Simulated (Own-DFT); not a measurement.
Simulation results for GaP (zincblende, atoms displaced)

All values are calculated (Own-DFT development build). A calculation, not a measurement: plane-wave PBE density functional theory by an unreviewed code, no spin, of a simulated periodic cell, stress positive in tension, free energy of the whole cell less one offset for each atom, forces on such cells passed a denser k mesh, this cell's mesh not checked; offsets are fitted by least squares, one for each functional and potential file, so energies compare only between cells with the same atoms and settings and are not formation energies; the far tail of each file's local potential was reset to the Coulomb form; each entry is a single point on an unrelaxed cell, so the pressure reflects the starting lattice, mostly measured values (interpolated for alloys), from which strain is counted, and rises with the displacements; printed positions are rounded, which can move forces by about a meV/angstrom; the program, named Own-DFT, is a retired in-house code; no spin-orbit coupling.

Settings shared by all entries: functional PBE; potential files PseudoDojo norm-conserving, scalar-relativistic, standard set; wave cutoff 42 hartree; occupations Fermi-Dirac; smearing width 0.1 eV; k mesh 2 x 3 x 3 centred on Gamma.

(1) GaP (zincblende, atoms displaced)

```
CELL_PARAMETERS angstrom
16.35150 0.00000 0.00000
0.00000 10.90100 0.00000
0.00000 0.00000 10.90100
ATOMIC_POSITIONS crystal
Ga 0.99774 0.99720 0.99706
Ga 0.99798 0.25011 0.25074
Ga 0.16894 0.00240 0.24225
Ga 0.17762 0.25334 0.00090
P 0.08470 0.12246 0.12431
P 0.08213 0.37475 0.37785
P 0.25321 0.13263 0.37125
P 0.24754 0.37396 0.12725
Ga 0.99913 0.01079 0.50633
Ga 0.99734 0.25858 0.74916
Ga 0.16286 0.99916 0.74557
Ga 0.16346 0.24784 0.49715
P 0.07983 0.13268 0.62084
P 0.08598 0.37010 0.87226
P 0.24951 0.12269 0.87802
P 0.25296 0.38060 0.62253
Ga 0.00393 0.50362 0.99626
Ga 0.00151 0.74905 0.24838
Ga 0.16442 0.50005 0.25415
Ga 0.17257 0.75616 0.00159
P 0.08081 0.62576 0.12046
P 0.08863 0.87491 0.36913
P 0.25489 0.61768 0.37127
P 0.25036 0.88071 0.11581
Ga 0.99915 0.49871 0.49854
Ga 0.99594 0.74951 0.74439
Ga 0.16470 0.49725 0.73808
Ga 0.16542 0.75309 0.50350
P 0.08253 0.62299 0.61969
P 0.08022 0.88191 0.87896
P 0.25140 0.62932 0.87420
P 0.25012 0.87576 0.62358
Ga 0.33285 0.00387 0.99848
Ga 0.33684 0.25439 0.24969
Ga 0.50444 0.00216 0.24834
Ga 0.49893 0.25118 0.99740
P 0.41869 0.13286 0.12514
P 0.42043 0.38146 0.37284
P 0.58607 0.13022 0.37692
P 0.58200 0.37968 0.13691
Ga 0.33031 0.00109 0.49701
Ga 0.32851 0.25212 0.74914
Ga 0.50167 0.99564 0.74658
Ga 0.50191 0.25080 0.50083
P 0.40755 0.12998 0.62706
P 0.41113 0.36937 0.88376
P 0.58258 0.12945 0.87619
P 0.58176 0.37224 0.61611
Ga 0.32984 0.49346 0.00148
Ga 0.33690 0.75010 0.24702
Ga 0.50170 0.51121 0.24879
Ga 0.50160 0.74883 0.98802
P 0.41668 0.62297 0.12369
P 0.41839 0.87472 0.37075
P 0.58263 0.62764 0.37246
P 0.58766 0.87429 0.12649
Ga 0.33114 0.50352 0.49823
Ga 0.33252 0.74309 0.75194
Ga 0.49756 0.49669 0.75229
Ga 0.50242 0.76286 0.49496
P 0.41627 0.62505 0.62798
P 0.41664 0.87794 0.87838
P 0.58104 0.61905 0.87405
P 0.58287 0.87776 0.62121
Ga 0.66384 0.99745 0.99673
Ga 0.66754 0.24770 0.25577
Ga 0.83239 0.98471 0.25660
Ga 0.83362 0.25117 0.99890
P 0.74774 0.13063 0.13065
P 0.74523 0.37386 0.37102
P 0.91771 0.12172 0.37329
P 0.91408 0.37534 0.12826
Ga 0.66638 0.00401 0.49828
Ga 0.66661 0.25190 0.75022
Ga 0.82822 0.99644 0.74361
Ga 0.83528 0.24842 0.49702
P 0.75538 0.12884 0.62485
P 0.75245 0.37408 0.87056
P 0.91164 0.12235 0.86724
P 0.91505 0.37887 0.61959
Ga 0.66481 0.50396 0.99577
Ga 0.65984 0.75275 0.24962
Ga 0.83751 0.49206 0.25008
Ga 0.83300 0.75412 0.99821
P 0.75789 0.63012 0.11847
P 0.74818 0.87580 0.37534
P 0.91729 0.63086 0.37309
P 0.91588 0.87583 0.11959
Ga 0.66956 0.49973 0.49747
Ga 0.66549 0.75105 0.74501
Ga 0.83400 0.49606 0.75116
Ga 0.83852 0.75522 0.49784
P 0.75113 0.62678 0.62991
P 0.74901 0.87033 0.87789
P 0.91801 0.62854 0.86972
P 0.92028 0.87315 0.62787
```

- free energy of cell above offsets: -50.558 eV
- pressure: 3.19 GPa
- stress xx: -3.14 GPa
- stress yy: -3.19 GPa
- stress zz: -3.24 GPa
- stress yz: 0.04 GPa
- stress xz: 0.16 GPa
- stress xy: 0.16 GPa

Force:
```tsv
element	x (eV/Å)	y (eV/Å)	z (eV/Å)
Ga	-0.241	1.252	0.28
Ga	0.529	-0.241	-0.332
Ga	0.181	0.091	0.623
Ga	-1.798	-0.794	-0.206
P	-0.434	0.855	-0.539
P	-0.189	-0.026	-0.457
P	-0.621	-0.638	-0.039
P	0.496	0.646	0.776
Ga	0.181	-1.293	-0.89
Ga	-0.236	-0.601	0.045
Ga	0.012	0.355	0.262
Ga	0.9	0.449	0.079
P	0.601	-0.093	1.062
P	0.178	0.486	0.338
P	-0.128	0.026	-1.142
P	-0.773	-0.825	-0.284
Ga	-0.658	-0.632	-0.264
Ga	-0.035	0.496	-0.211
Ga	-0.163	0.128	-0.472
Ga	-1.256	-0.59	-0.674
P	1.192	0.284	0.455
P	-0.723	0.462	0.534
P	-1.071	1.498	-0.086
P	0.827	-0.253	1.426
Ga	-0.113	0.508	-0.274
Ga	1.48	-0.24	0.753
Ga	0.198	0.409	1.04
Ga	0.452	-0.516	-0.79
P	-0.239	0.454	0.284
P	0.611	-1.358	-0.995
P	-0.881	-1.153	0.216
P	0.026	-0.166	0.4
Ga	0.818	0.256	0.255
Ga	0.142	0.408	0.121
Ga	-0.301	0.232	-0.038
Ga	0.562	0.473	0.793
P	-0.14	-1.06	0.04
P	-0.193	-0.125	0.349
P	-0.73	-0.734	0.082
P	0.478	-0.437	-1.381
Ga	0.327	0.054	-0.148
Ga	-0.045	0.043	0.611
Ga	-0.845	1.006	0.338
Ga	-1.285	-0.438	-0.368
P	1.572	-0.679	-0.468
P	0.481	0.371	-1.235
P	0.045	-0.556	-0.52
P	0.603	0.768	1.331
Ga	0.02	0.911	0.212
Ga	-0.54	0.002	-0.299
Ga	-0.517	-0.562	0.121
Ga	-0.305	0.108	1.329
P	0.006	0.406	-0.817
P	-0.406	0.866	0.039
P	0.3	0.168	0.938
P	-1.354	0.259	-1.003
Ga	1.274	-0.417	0.18
Ga	0.486	1.077	-0.246
Ga	-0.284	-0.548	-0.221
Ga	-0.467	-1.417	0.324
P	0.452	0.29	-0.743
P	-0.056	-0.171	-0.766
P	0.369	0.591	-0.85
P	0.616	0.163	0.201
Ga	0.662	0.741	0.433
Ga	-0.488	0.407	-0.855
Ga	0.287	1.56	-1.04
Ga	-0.231	-0.419	0.183
P	0.61	-1.164	-0.649
P	1.413	0.281	0.622
P	-0.507	-0.063	-0.104
P	1.28	-0.338	-1.185
Ga	0.56	0.239	0.341
Ga	0.051	-0.048	-0.397
Ga	0.421	-0.401	0.584
Ga	-0.162	0.329	-0.434
P	-1.271	-0.196	-0.284
P	-0.705	0.174	0.66
P	0.568	0.264	0.474
P	0.011	-0.177	0.196
Ga	0.816	-0.583	0.953
Ga	1.822	-0.771	-0.006
Ga	-1.046	1.3	0.411
Ga	0.752	-0.318	-0.351
P	-1.463	-0.869	1.077
P	-0.503	-0.838	0.645
P	0.026	-0.885	-0.037
P	0.192	-0.212	0.684
Ga	-0.317	0.53	0.309
Ga	-0.173	-0.272	0.55
Ga	0.117	0.649	-0.167
Ga	-0.81	-0.264	0.332
P	0.258	-0.12	-0.896
P	-0.439	0.659	-0.862
P	-0.373	-0.544	0.541
P	-0.745	1.061	-0.815
```

(2) GaP (zincblende, atoms displaced)

```
CELL_PARAMETERS angstrom
16.35150 0.00000 0.00000
0.00000 10.90100 0.00000
0.00000 0.00000 10.90100
ATOMIC_POSITIONS crystal
Ga 0.00540 0.00460 0.00545
Ga 0.00773 0.24817 0.25528
Ga 0.17158 0.00018 0.25512
Ga 0.16609 0.24626 0.99995
P 0.08314 0.12347 0.12328
P 0.09000 0.37808 0.37265
P 0.24721 0.12114 0.37255
P 0.24853 0.36357 0.11999
Ga 0.00043 0.99961 0.49821
Ga 0.99882 0.26002 0.75588
Ga 0.16705 0.00208 0.75113
Ga 0.16644 0.24920 0.49884
P 0.07876 0.11981 0.62667
P 0.08489 0.37617 0.87056
P 0.24814 0.12791 0.86820
P 0.24671 0.37489 0.62919
Ga 0.99700 0.50202 0.99765
Ga 0.99674 0.74705 0.24528
Ga 0.16492 0.49579 0.25629
Ga 0.15887 0.75225 0.99162
P 0.08804 0.62391 0.12692
P 0.08583 0.87674 0.37908
P 0.24878 0.62691 0.37452
P 0.24851 0.87584 0.12658
Ga 0.00052 0.50229 0.49428
Ga 0.00075 0.75232 0.74493
Ga 0.16678 0.49861 0.75726
Ga 0.16401 0.74775 0.50263
P 0.08466 0.62511 0.63467
P 0.08357 0.87026 0.87763
P 0.24876 0.62980 0.87157
P 0.24861 0.88056 0.62544
Ga 0.33487 0.00113 0.00110
Ga 0.33250 0.25086 0.25639
Ga 0.50561 0.99672 0.25056
Ga 0.49995 0.24935 0.99909
P 0.41685 0.12308 0.12536
P 0.41087 0.37653 0.37682
P 0.57968 0.12149 0.38285
P 0.58524 0.37858 0.12967
Ga 0.33645 0.00581 0.49526
Ga 0.32504 0.24886 0.75014
Ga 0.50682 0.01105 0.74845
Ga 0.49709 0.24946 0.50435
P 0.41360 0.12664 0.62792
P 0.41418 0.37098 0.87307
P 0.58618 0.11894 0.87411
P 0.58205 0.37670 0.62898
Ga 0.33281 0.50047 0.99778
Ga 0.33655 0.75403 0.24976
Ga 0.50135 0.50056 0.24949
Ga 0.50072 0.75296 0.00690
P 0.41906 0.61915 0.12690
P 0.41663 0.88400 0.37719
P 0.58546 0.62200 0.37872
P 0.58363 0.87416 0.12928
Ga 0.33492 0.50741 0.50383
Ga 0.33258 0.74266 0.74450
Ga 0.49946 0.50244 0.74800
Ga 0.49690 0.74701 0.50017
P 0.41950 0.62368 0.62517
P 0.41537 0.87876 0.87858
P 0.58218 0.62625 0.87117
P 0.57927 0.87464 0.62073
Ga 0.66397 0.00407 0.00364
Ga 0.65964 0.25338 0.25174
Ga 0.83096 0.99259 0.24608
Ga 0.83696 0.24671 0.00949
P 0.75019 0.12016 0.12091
P 0.75024 0.38155 0.37408
P 0.91981 0.12301 0.36997
P 0.91233 0.37074 0.13278
Ga 0.66560 0.99681 0.49739
Ga 0.66885 0.25499 0.75242
Ga 0.82999 0.00290 0.74763
Ga 0.83389 0.24239 0.50128
P 0.74988 0.12553 0.62764
P 0.74437 0.37352 0.86774
P 0.91504 0.13025 0.88073
P 0.92205 0.37871 0.62638
Ga 0.67163 0.51018 0.99458
Ga 0.66979 0.75532 0.24863
Ga 0.83673 0.49753 0.25639
Ga 0.83798 0.75216 0.99854
P 0.74462 0.61890 0.12142
P 0.75027 0.87645 0.37430
P 0.91165 0.62484 0.38171
P 0.91756 0.87395 0.11808
Ga 0.66473 0.49865 0.49570
Ga 0.66344 0.74331 0.75018
Ga 0.83250 0.50050 0.75051
Ga 0.83428 0.75433 0.50862
P 0.74687 0.62431 0.62541
P 0.74698 0.87277 0.88242
P 0.91477 0.62527 0.87475
P 0.91438 0.87425 0.62433
```

- free energy of cell above offsets: -50.362 eV
- pressure: 3.22 GPa
- stress xx: -3.16 GPa
- stress yy: -3.23 GPa
- stress zz: -3.26 GPa
- stress yz: -0.46 GPa
- stress xz: -0.53 GPa
- stress xy: -0.19 GPa

Force:
```tsv
element	x (eV/Å)	y (eV/Å)	z (eV/Å)
Ga	-1.029	-0.633	-1.068
Ga	-0.715	0.284	-0.449
Ga	-1.106	-0.647	-0.852
Ga	-0.324	-0.008	-0.641
P	1.006	0.267	0.98
P	-1.509	-0.754	1.113
P	0.849	1.1	0.848
P	0.347	1.34	0.771
Ga	-0.287	-0.239	0
Ga	0.021	-1.171	-0.397
Ga	-0.422	-0.368	-0.141
Ga	-0.08	-0.426	0.632
P	0.288	0.971	0.254
P	-0.306	-0.067	1.506
P	-0.138	-0.815	1.427
P	0.218	0.495	-0.784
Ga	0.377	-0.437	0.585
Ga	0.505	0.148	0.632
Ga	1.587	0.696	-1.543
Ga	1.75	-0.756	1.463
P	-0.95	-0.265	-0.207
P	-0.676	-0.471	-0.715
P	0.347	0.043	0.137
P	0.068	-0.312	-0.685
Ga	0.48	0.016	0.651
Ga	-0.484	-0.111	0.623
Ga	0.291	0.295	-0.527
Ga	0.434	0.247	0.247
P	-0.17	-0.392	-1.111
P	-1.075	1.66	-1.147
P	0.086	-0.441	0.705
P	0.572	-0.584	-0.454
Ga	-0.702	0.098	-0.073
Ga	-0.108	-0.467	-0.8
Ga	-0.927	0.558	0.036
Ga	0.192	0.069	0.214
P	0.314	0.293	0.542
P	1.045	0.206	0.193
P	0.422	0.675	-0.532
P	-0.364	0.112	-1.451
Ga	-0.816	-0.177	0.805
Ga	1.143	0.445	-0.343
Ga	-1.426	-1.293	-0.299
Ga	-0.213	0.428	-0.034
P	0.154	0.182	0.189
P	0.198	0.351	-0.205
P	0.133	1.636	0.366
P	0.173	-0.325	-0.594
Ga	-0.253	-0.236	0.121
Ga	-0.255	-0.202	0.012
Ga	-0.128	-0.344	0.7
Ga	-0.396	-0.236	-0.746
P	-0.496	0.692	-0.185
P	0.422	-1.156	-0.468
P	-0.636	0.978	-0.748
P	0.394	0.056	-0.333
Ga	-0.858	-0.612	-0.195
Ga	0.15	1.326	0.252
Ga	-0.095	-0.634	0.665
Ga	0.328	0.426	-0.55
P	-0.411	0.202	0.083
P	0.625	-0.515	-0.824
P	-0.586	-0.085	0.916
P	0.603	-0.148	0.468
Ga	0.334	-0.894	-0.098
Ga	1.108	-0.726	0.44
Ga	0.597	0.576	-0.113
Ga	-1.162	0.381	-0.765
P	-0.476	0.726	1.074
P	-0.154	-1.442	0.403
P	-0.55	-0.17	0.141
P	1.537	0.449	-0.162
Ga	0.103	0.175	0.538
Ga	-1.096	-1.061	-0.801
Ga	0.277	-0.505	1.045
Ga	0.327	0.907	-0.268
P	-0.609	-0.035	-0.562
P	1.88	0.679	1.727
P	0.65	-0.667	-0.638
P	-1.043	-0.165	-0.559
Ga	-1.42	-1.438	-0.683
Ga	-0.318	-0.947	0.17
Ga	-0.879	0.487	-0.642
Ga	-1.203	-0.554	0.056
P	2.179	1.423	1.266
P	0.321	-0.358	0.449
P	0.726	0.58	-0.55
P	0.268	0.363	0.726
Ga	0.35	-0.245	0.87
Ga	0.365	1.148	-0.237
Ga	-0.1	-0.176	-0.311
Ga	-1.032	-0.62	-0.547
P	0.349	-0.044	-0.224
P	0.087	0.143	-0.844
P	0.347	0.153	-0.432
P	0.657	0.883	0.499
```

(3) GaP (zincblende, atoms displaced)

```
CELL_PARAMETERS angstrom
16.35150 0.00000 0.00000
0.00000 10.90100 0.00000
0.00000 0.00000 10.90100
ATOMIC_POSITIONS crystal
Ga 0.00292 0.00128 0.00083
Ga 0.00100 0.24549 0.25208
Ga 0.16624 0.00115 0.24878
Ga 0.17031 0.25412 0.00337
P 0.08434 0.12983 0.13246
P 0.08092 0.38236 0.37128
P 0.25229 0.13040 0.37913
P 0.25176 0.37661 0.12494
Ga 0.00026 0.99922 0.49599
Ga 0.00090 0.25637 0.74733
Ga 0.16304 0.00346 0.74976
Ga 0.16553 0.25731 0.50119
P 0.08904 0.12306 0.63055
P 0.07585 0.37023 0.87612
P 0.25059 0.12331 0.86970
P 0.24266 0.37498 0.62385
Ga 0.99671 0.49222 0.00461
Ga 0.99902 0.74784 0.24926
Ga 0.16735 0.49779 0.24904
Ga 0.16957 0.75223 0.99873
P 0.08583 0.61786 0.12769
P 0.08235 0.86810 0.37310
P 0.25033 0.62524 0.38130
P 0.24612 0.87260 0.12460
Ga 0.99738 0.50091 0.49565
Ga 0.99683 0.74813 0.74840
Ga 0.16865 0.49858 0.75863
Ga 0.16721 0.75112 0.50436
P 0.09005 0.61681 0.62725
P 0.07826 0.87851 0.87256
P 0.24711 0.62696 0.87890
P 0.25165 0.86955 0.61838
Ga 0.33223 0.00114 0.99716
Ga 0.33528 0.25171 0.25010
Ga 0.50149 0.00268 0.25117
Ga 0.50028 0.25164 0.00672
P 0.42013 0.12231 0.12124
P 0.42206 0.37586 0.37730
P 0.58639 0.13135 0.38106
P 0.58353 0.38380 0.12528
Ga 0.33495 0.99161 0.49340
Ga 0.33078 0.24826 0.74732
Ga 0.50204 0.99906 0.75192
Ga 0.50272 0.25133 0.50481
P 0.41380 0.11292 0.62584
P 0.41768 0.37897 0.88331
P 0.58295 0.11975 0.87800
P 0.58233 0.37064 0.63441
Ga 0.33524 0.50494 0.00612
Ga 0.33695 0.74516 0.24869
Ga 0.49347 0.49173 0.24943
Ga 0.50160 0.74440 0.99627
P 0.42270 0.62857 0.12020
P 0.41633 0.87488 0.37615
P 0.57951 0.61955 0.38599
P 0.58072 0.87348 0.12457
Ga 0.32960 0.50954 0.50150
Ga 0.33341 0.74621 0.74349
Ga 0.50219 0.50053 0.74446
Ga 0.49796 0.75078 0.49735
P 0.42262 0.62135 0.62994
P 0.41920 0.87601 0.87719
P 0.58612 0.62302 0.87715
P 0.58020 0.86511 0.63334
Ga 0.66520 0.99528 0.99520
Ga 0.66909 0.24981 0.24931
Ga 0.82863 0.99346 0.25510
Ga 0.82958 0.24787 0.99866
P 0.74610 0.12210 0.13070
P 0.75102 0.36976 0.37539
P 0.91237 0.12327 0.37757
P 0.91090 0.38171 0.13522
Ga 0.67358 0.00105 0.50482
Ga 0.66357 0.24312 0.75944
Ga 0.83748 0.00194 0.74843
Ga 0.83722 0.24757 0.49448
P 0.75630 0.13225 0.61641
P 0.74640 0.36881 0.87792
P 0.91730 0.12013 0.87866
P 0.91240 0.37060 0.62076
Ga 0.66569 0.49731 0.00765
Ga 0.66558 0.74641 0.25104
Ga 0.83594 0.49636 0.25853
Ga 0.83402 0.74853 0.00174
P 0.74583 0.61894 0.13227
P 0.74589 0.88135 0.37832
P 0.91645 0.62285 0.36715
P 0.91883 0.87344 0.12290
Ga 0.66813 0.50029 0.49919
Ga 0.67016 0.75003 0.75533
Ga 0.83414 0.50354 0.74846
Ga 0.83165 0.75035 0.50015
P 0.75155 0.61980 0.62694
P 0.75260 0.87904 0.87721
P 0.91000 0.62914 0.88085
P 0.91510 0.87894 0.62547
```

* free energy of cell above offsets: -50.382 eV
* pressure: 3.18 GPa
* stress xx: -3.11 GPa
* stress yy: -3.2 GPa
* stress zz: -3.24 GPa
* stress yz: -0.35 GPa
* stress xz: 0.02 GPa
* stress xy: 0.4 GPa

Force:
```tsv
element	x (eV/Å)	y (eV/Å)	z (eV/Å)
Ga	-0.159	0.299	0.48
Ga	-0.885	0.763	0.304
Ga	0.22	-0.034	0.728
Ga	-0.547	-0.526	-0.577
P	0.212	-0.427	-1.067
P	0.178	-1.026	0.343
P	-0.332	-0.484	-0.357
P	0.262	0.151	0.324
Ga	0.289	0.094	0.464
Ga	-0.694	-1.311	-0.312
Ga	1.095	-1.302	0.407
Ga	-0.645	-0.687	-0.654
P	-1.552	0.961	-1.508
P	1.397	0.682	0.581
P	-0.444	0.215	0.752
P	1.603	0.595	0.618
Ga	-0.156	0.784	0.056
Ga	0.361	-0.207	-0.527
Ga	0.464	0.186	0.374
Ga	-1.442	-0.07	-0.001
P	-0.43	0.82	-0.761
P	0.235	0.58	0.235
P	-0.395	0.429	-1.342
P	1.117	0.474	0.348
Ga	0.174	0.113	0.685
Ga	0.258	-0.28	-0.118
Ga	-0.562	-0.442	0.17
Ga	-0.479	-0.377	-0.399
P	-1.422	0.628	-0.096
P	0.883	-0.698	0.108
P	1.1	-0.219	-0.348
P	-0.231	0.892	0.91
Ga	0.102	-0.383	0.218
Ga	0.407	-0.228	0.041
Ga	0.276	0.037	0.337
Ga	0.422	0.174	-0.525
P	-0.834	0.133	0.629
P	-1.722	-0.449	0.739
P	-0.083	-0.749	-0.299
P	-0.31	-1.483	0.779
Ga	-0.681	0.81	0.563
Ga	0.596	0.471	-0.074
Ga	-0.304	-0.185	-0.083
Ga	-0.518	-0.529	0.308
P	0.449	1.049	-0.184
P	-0.224	-0.337	-1.074
P	-0.454	0.399	0.225
P	0.822	0.089	-0.684
Ga	-0.231	0.028	-0.45
Ga	-0.474	0.26	0.001
Ga	1.151	1.231	-0.125
Ga	0.379	0.901	-0.296
P	-0.858	-0.553	0.944
P	0.538	-0.316	-0.997
P	0.194	0.19	-1.43
P	0.373	-0.206	0.111
Ga	1.009	-1.235	0.668
Ga	0.305	0.177	0.8
Ga	0.169	-0.434	1.552
Ga	0.178	-0.088	0.615
P	-1.29	0.579	-0.916
P	-0.672	-0.512	-0.3
P	0.123	-0.263	-0.299
P	0.896	0.877	-0.798
Ga	0.096	0.094	0.936
Ga	-0.762	0.395	0.045
Ga	0.711	0.418	-0.774
Ga	0.404	-0.161	0.709
P	0.499	-0.378	-0.888
P	-0.082	0.534	0.242
P	1.144	-0.551	-0.925
P	0.908	-1.885	-1.263
Ga	-1.55	0.249	0.681
Ga	0.601	0.059	-0.905
Ga	-0.75	0.365	0.106
Ga	-0.581	0.661	0.037
P	-0.846	-0.593	1.751
P	0.358	0.91	-0.253
P	0.18	1.023	-0.22
P	0.837	0.829	0.381
Ga	0.422	0.36	-1.036
Ga	-0.643	0.212	0.501
Ga	-1.544	0.442	-0.114
Ga	-1.085	0.394	0.865
P	1.155	0.437	-0.182
P	0.304	-1.779	-0.31
P	-0.071	0.906	1.352
P	-0.386	0.288	0.482
Ga	-0.16	-0.744	0.527
Ga	-0.039	-0.206	-0.058
Ga	-0.161	-0.924	0.62
Ga	0.143	-0.01	-0.193
P	-0.398	0.763	-0.323
P	0.174	-0.324	-0.362
P	1.446	-1.068	-0.715
P	0.471	-0.745	-0.529
```
